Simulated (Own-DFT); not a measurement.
# Computed records: GaP (zincblende, atoms displaced)

A calculation, not a measurement: plane-wave PBE density functional theory by an unreviewed code, no spin, of a simulated periodic cell, stress positive in tension, free energy of the whole cell less one offset for each atom, forces on such cells passed a denser k mesh, this cell's mesh not checked; offsets are fitted by least squares, one for each functional and potential file, so energies compare only between cells with the same atoms and settings and are not formation energies; the far tail of each file's local potential was reset to the Coulomb form; each entry is a single point on an unrelaxed cell, so the pressure reflects the starting lattice, mostly measured values (interpolated for alloys), from which strain is counted, and rises with the displacements; printed positions are rounded, which can move forces by about a meV/angstrom; the program, named Own-DFT, is a retired in-house code; no spin-orbit coupling. Program: Own-DFT development build.

Settings shared by all entries: functional PBE; potential files PseudoDojo norm-conserving, scalar-relativistic, standard set; wave cutoff 42 hartree; occupations Fermi-Dirac; smearing width 0.1 eV; hardware one NVIDIA H200; k mesh 2 x 3 x 3 centred on Gamma.

(1) 
```xyz
96
Lattice="16.3515 0.0000 0.0000 0.0000 10.9010 0.0000 0.0000 0.0000 10.9010" Properties=species:S:1:pos:R:3:force_x:R:1:force_y:R:1:force_z:R:1 formula=GaP free_energy_of_cell_above_offsets=-49.715 pressure=3.28 stress_xx=-3.3 stress_yy=-3.26 stress_zz=-3.29 stress_yz=0.65 stress_xz=-0.2 stress_xy=-1.22 wall_time=942.1
Ga     0.0631     0.1372     0.0452     -0.846     -1.188      -1.25
Ga     0.0002     2.6881     2.7013      0.624      0.695     -0.231
Ga     2.7655    10.8755     2.7909      0.262      0.217     -0.559
Ga     2.7039     2.6979     0.0456      0.705      0.846     -0.569
P      1.4060     1.3907     1.3311      0.215     -0.239       1.38
P      1.2722     4.1389     4.0659      1.134      -0.31      0.015
P      4.1722     1.3693     4.1167     -1.198      0.597     -0.758
P      4.1380     4.1275     1.3153      -1.04      0.093      0.137
Ga    16.3022     0.0077     5.4802        0.5      0.192     -0.621
Ga    16.3386     2.6514     8.2377     -0.166      0.469     -1.099
Ga     2.7564     0.0415     8.1795      0.356     -0.629      -0.15
Ga     2.6919     2.6999     5.4900      0.046      0.434     -0.799
P      1.3645     1.3510     6.8220     -0.293     -0.284      0.095
P      1.3327     4.0096     9.5145     -0.169      0.212      0.706
P      4.1037     1.4380     9.5458      0.092     -0.573      0.202
P      4.0916     4.0342     6.8273     -0.131      0.461      0.255
Ga    16.2832     5.4171    10.8194      1.082       0.18      0.405
Ga     0.0201     8.1650     2.7722     -0.298     -0.076     -1.479
Ga     2.7481     5.5626     2.7449      0.244     -0.813      0.236
Ga     2.7291     8.1666    10.8994      0.096      0.309       0.05
P      1.4418     6.8007     1.3225      -1.32      0.033      0.036
P      1.3105     9.5384     4.0173      0.653      0.523      1.184
P      4.1580     6.8769     4.0968     -0.935      0.219     -0.019
P      4.1445     9.5508     1.2815     -0.933     -0.813      1.444
Ga     0.0115     5.5326     5.4554     -0.773     -1.022      -0.05
Ga    16.3031     8.2017     8.2000      0.455     -0.192     -0.374
Ga     2.6116     5.3610     8.1833      0.814      0.535     -0.541
Ga     2.7261     8.2744     5.5005     -0.471     -0.862      -1.06
P      1.3524     6.8032     6.7553      0.276      0.566      1.083
P      1.4072     9.5107     9.5313     -0.464       0.79      0.053
P      4.0300     6.8136     9.5496     -0.074      -0.59     -0.446
P      4.1608     9.4219     6.7831     -0.363      1.606      0.896
Ga     5.4066    10.8956     0.0713      0.863      1.107     -1.078
Ga     5.4337     2.8114     2.6565      0.542     -0.768      0.424
Ga     8.1684     0.0332     2.7012      0.485     -0.975      0.075
Ga     8.1543     2.6576     0.0099      0.508      0.298     -0.292
P      6.8572     1.3269     1.3891     -1.141      0.587     -0.355
P      6.7847     4.0604     4.0863      0.527       0.48        0.4
P      9.4944     1.3376     4.0307      0.877      0.682       0.73
P      9.5614     4.0389     1.3497     -0.691      0.622     -0.201
Ga     5.3819     0.0071     5.4435      0.647     -0.886     -0.085
Ga     5.5274     2.7048     8.1803     -0.514       0.19     -0.098
Ga     8.1766    10.8590     8.1828      0.462      0.636     -0.664
Ga     8.1936     2.7176     5.5981     -0.077     -0.062     -1.335
P      6.7300     1.3294     6.7681      0.963     -0.234      0.718
P      6.8575     4.0994     9.4872     -0.794      -0.89      1.111
P      9.5945     1.3687     9.5327     -0.603      0.233     -0.474
P      9.5829     4.1029     6.8567     -0.361      0.079      0.222
Ga     5.4347     5.4496    10.8174      0.307      0.064      0.101
Ga     5.5121     8.1731     2.7041     -0.016     -0.004     -0.238
Ga     8.1284     5.5003     2.6635      0.926     -1.127      1.044
Ga     8.2195     8.1775    10.8771     -0.913      0.232      0.124
P      6.8321     6.7399     1.3429     -0.534      1.142     -0.954
P      6.8418     9.5307     4.0779     -0.703      1.002     -0.675
P      9.5933     6.8000     4.0163     -0.573      0.623      0.674
P      9.5769     9.5614     1.2362     -0.252     -0.174      1.397
Ga     5.3748     5.4597     5.4443      0.945      0.055      0.238
Ga     5.4158     8.1893     8.3009      0.728     -0.374     -0.739
Ga     8.0862     5.3979     8.2007      0.905       1.34     -1.457
Ga     8.1272     8.3915     5.5027      0.973     -1.542     -0.997
P      6.8772     6.9741     6.7449     -1.113     -1.611      1.162
P      6.7963     9.6218     9.5291      -0.07     -0.719      0.722
P      9.4434     6.8091     9.5229      0.635     -0.563     -0.045
P      9.6018     9.5386     6.7210     -0.279       -0.2      1.894
Ga    10.8971    10.8968    10.8434      0.539      0.319      0.099
Ga    10.9628     2.7620     2.6219          0     -0.514      1.235
Ga    13.5939    10.8761     2.7523      2.034      1.469     -0.866
Ga    13.5945     2.7431     0.0640      0.275      0.105     -0.804
P     12.3248     1.3075     1.3717     -0.696      0.261     -0.318
P     12.2765     4.0944     4.1861     -0.027      0.315     -1.366
P     15.0685     1.4507     4.0662     -1.278     -0.925      0.566
P     15.0607     4.0876     1.3428     -0.949      0.098      0.294
Ga    10.8865    10.8676     5.4829      0.218       0.38     -1.889
Ga    10.9841     2.7702     8.1920     -0.669     -0.775     -0.412
Ga    13.6165     0.0080     8.1693     -0.323     -0.777     -1.036
Ga    13.6511     2.8055     5.4882     -0.624     -1.536     -0.558
P     12.1786     1.2834     6.7792      1.251      1.176      0.384
P     12.2035     4.1310     9.5215       1.08      0.222      0.628
P     14.9218     1.3465     9.4231      0.368      0.252      1.821
P     14.9162     4.0422     6.8168      1.488      1.204      0.881
Ga    10.8675     5.4530     0.0035     -0.267      0.283     -0.042
Ga    10.9687     8.1827     2.6736     -0.771      0.877      0.726
Ga    13.6438     5.5390     2.7084     -0.001     -0.652       0.35
Ga    13.5807     8.2106     0.0822      0.225      0.334     -0.855
P     12.2311     6.8783     1.3657      0.461     -1.208     -0.523
P     12.4337     9.5974     4.0181     -2.619     -1.199        1.4
P     15.0237     6.8645     4.1064     -0.694     -0.169      0.012
P     14.9711     9.6123     1.3083       0.72     -0.241      0.664
Ga    10.9112     5.4562     5.4941     -0.182      0.457     -0.384
Ga    10.8741     8.0964     8.2161     -0.286      0.829       -0.1
Ga    13.6182     5.4992     8.1728      0.009          0     -0.002
Ga    13.6086     8.2440     5.4565     -0.204     -0.925     -0.792
P     12.2458     6.9207     6.8137      0.293     -0.916     -0.152
P     12.2455     9.5584     9.4956      0.175     -0.571      0.224
P     14.9891     6.8526     9.5976     -0.645      0.127     -0.468
P     14.9759     9.4699     6.6964      0.354      1.072       1.76
```

Units: free_energy_of_cell_above_offsets in eV; pressure, stress_xx, stress_yy, stress_zz, stress_yz, stress_xz, stress_xy in GPa; wall_time in s; force_x, force_y, force_z in eV/Å.

(2) 
```xyz
96
Lattice="16.3515 0.0000 0.0000 0.0000 10.9010 0.0000 0.0000 0.0000 10.9010" Properties=species:S:1:pos:R:3:force_x:R:1:force_y:R:1:force_z:R:1 formula=GaP free_energy_of_cell_above_offsets=-50.021 pressure=3.26 stress_xx=-3.2 stress_yy=-3.25 stress_zz=-3.35 stress_yz=0.26 stress_xz=0.2 stress_xy=0.27 wall_time=927.9
Ga    16.3359    10.8621    10.8269      0.447      0.563      0.588
Ga    16.3178     2.7451     2.7696      -0.16      0.557     -0.648
Ga     2.7443     0.0348     2.6848     -0.653       0.55       0.55
Ga     2.6940     2.6529    10.8645      0.792      0.321       0.03
P      1.3266     1.4521     1.3624     -0.277     -1.054     -0.035
P      1.3293     4.0970     4.1022     -0.327      -0.04      0.383
P      4.1231     1.3732     4.1014     -0.722      0.368     -0.214
P      4.0397     4.0791     1.4077     -0.262      0.255     -0.978
Ga    16.2511     0.0464     5.4499      0.794     -0.534      0.159
Ga    16.2999     2.6909     8.1773       0.23      0.644     -0.014
Ga     2.6872    10.8588     8.1489      0.648      0.687      0.081
Ga     2.6806     2.7418     5.4609      0.078      -0.36      0.017
P      1.2906     1.3369     6.8487      0.387       0.05     -0.477
P      1.3990     4.0489     9.5214     -0.479     -0.136     -0.026
P      4.1705     1.3618     9.4993     -1.136     -0.839      0.686
P      4.0405     4.0934     6.8149      0.849     -0.128     -0.161
Ga     0.0696     5.4204    10.8868     -0.096     -0.215      0.408
Ga     0.0696     8.2462     2.7694      0.006     -0.896     -0.707
Ga     2.6332     5.4185     2.7210      0.572      0.257      0.158
Ga     2.7360     8.1732    10.8616      0.129      0.147       1.62
P      1.3517     6.8164     1.3789      0.132      0.431     -0.254
P      1.3294     9.5382     4.0882      0.484      1.422      0.248
P      4.0966     6.7438     4.0930     -0.288      0.862      -0.57
P      4.1000     9.6573     1.3838      0.113      -1.46     -0.399
Ga    16.2591     5.4689     5.4647      1.496      0.098      0.575
Ga    16.3232     8.1470     8.2103      0.312      0.226     -0.313
Ga     2.7688     5.3990     8.2086     -0.153      0.499      0.135
Ga     2.7616     8.2789     5.3412      0.423     -0.917      1.123
P      1.4713     6.8340     6.8845     -0.781      0.204     -0.823
P      1.4701     9.5315     9.5791       -1.4      0.039     -0.635
P      4.0429     6.7759     9.6835      0.458      0.573     -1.952
P      4.1711     9.6057     6.8347       -1.2      -0.65     -0.323
Ga     5.5265    10.8531     0.0057     -1.132      1.082      0.239
Ga     5.4020     2.7941     2.6841      0.613     -0.689      0.478
Ga     8.2288    10.7953     2.7357     -0.241      0.808     -0.493
Ga     8.2084     2.6579    10.8781     -1.263      1.873      1.316
P      6.7659     1.3608     1.3178      0.739      0.127      0.973
P      6.8088     4.0663     4.1353     -0.116      0.406     -0.336
P      9.5912     1.3535     4.0284     -0.427     -0.192      0.506
P      9.5289     4.1506     1.4159      0.292     -0.911     -0.772
Ga     5.3898     0.0381     5.4709        1.2      0.229     -0.191
Ga     5.4181     2.7391     8.2394      0.731      0.406     -1.115
Ga     8.1904     0.0141     8.2345     -0.553      0.132     -0.649
Ga     8.1846     2.7207     5.4362      0.414     -0.339      0.015
P      6.8608     1.3584     6.7939     -0.486      0.122      0.376
P      6.8636     4.1336     9.4566      -1.11     -0.716      1.613
P      9.3824     1.3818     9.5934      3.003     -0.734     -0.908
P      9.5785     4.0578     6.8382     -0.463      0.037     -1.002
Ga     5.4015     5.5156     0.0391      0.364     -1.549     -0.156
Ga     5.4858     8.2153     2.7419     -0.461     -0.209      0.046
Ga     8.1427     5.4343     2.7242     -0.079      0.323       0.49
Ga     8.1366     8.1312     0.0382      0.059       0.19     -0.489
P      6.7440     6.7700     1.3441      0.699      0.706      0.811
P      6.8544     9.5483     4.1358     -0.625      0.146      -0.11
P      9.6056     6.7949     4.0993     -1.135      0.322     -0.009
P      9.6017     9.4638     1.3616     -0.717      0.876     -0.777
Ga     5.4853     5.5236     5.4728     -0.341     -0.701      0.239
Ga     5.4601     8.2844     8.2225     -0.427     -1.013      0.402
Ga     8.1602     5.3328     8.1078      0.257      1.385     -0.147
Ga     8.1312     8.1704     5.4676      0.635     -0.319      0.232
P      6.7640     6.8546     6.8739      0.506     -0.167      0.007
P      6.7721     9.6309     9.5535      1.218     -1.366     -0.055
P      9.4572     6.7782     9.4983      0.442      0.382     -0.241
P      9.5074     9.5490     6.8977     -0.095       0.21     -1.093
Ga    11.0056     0.0123    10.8858     -1.304     -0.029     -0.091
Ga    10.9295     2.6985     2.7127      0.295      0.683     -0.231
Ga    13.6060     0.0366     2.7381      0.861      0.221     -0.887
Ga    13.6411     2.7178    10.8242      0.001      0.675      0.843
P     12.3106     1.3708     1.2892      -0.01       0.27       0.59
P     12.3281     4.1553     4.0585     -0.998      -1.48      1.388
P     14.9985     1.3637     4.0825     -0.247       0.18     -0.414
P     14.9160     4.1919     1.3617      0.642     -1.129     -0.231
Ga    10.8916    10.8197     5.3987      0.005      0.494      0.447
Ga    10.8963     2.8317     8.2122      0.173     -1.749     -0.079
Ga    13.6960     0.0077     8.1063     -1.479      0.321      1.294
Ga    13.7173     2.6739     5.4941     -0.949      0.469     -0.484
P     12.3123     1.3003     6.7707     -1.025      0.685      0.373
P     12.2767     4.0834     9.5263     -0.332      0.376      0.669
P     14.9402     1.3794     9.5263      0.582     -0.637     -0.122
P     14.9558     4.1080     6.7974      0.091      0.007      0.769
Ga    10.8801     5.5123    10.8947      0.101       -0.1      0.108
Ga    10.8557     8.1547     2.6747      1.104     -0.104      0.802
Ga    13.6018     5.4359     2.7997      0.667      1.369     -0.865
Ga    13.6503     8.2383     0.0361      0.275     -0.557     -0.067
P     12.2960     6.8615     1.3713     -0.035     -0.435      0.047
P     12.3469     9.6127     4.0343     -1.243     -1.328      0.152
P     15.1394     6.8239     4.0384     -1.737      0.349      0.324
P     15.0948     9.5203     1.4029     -0.959      0.654     -0.299
Ga    10.8614     5.4592     5.4908      0.463     -0.517     -0.427
Ga    10.9003     8.2401     8.1159     -0.379     -0.875      0.883
Ga    13.6329     5.4623     8.2741     -0.396     -0.023     -1.187
Ga    13.6030     8.1887     5.4057      0.228     -0.548      0.133
P     12.1665     6.8013     6.8277      1.364      0.251      0.017
P     12.2209     9.4893     9.5604      1.047      0.546     -0.683
P     15.0119     6.7125     9.5781     -0.064      1.368      0.198
P     14.8991     9.6164     6.8076      1.344     -1.786       -0.4
```

Units: free_energy_of_cell_above_offsets in eV; pressure, stress_xx, stress_yy, stress_zz, stress_yz, stress_xz, stress_xy in GPa; wall_time in s; force_x, force_y, force_z in eV/Å.
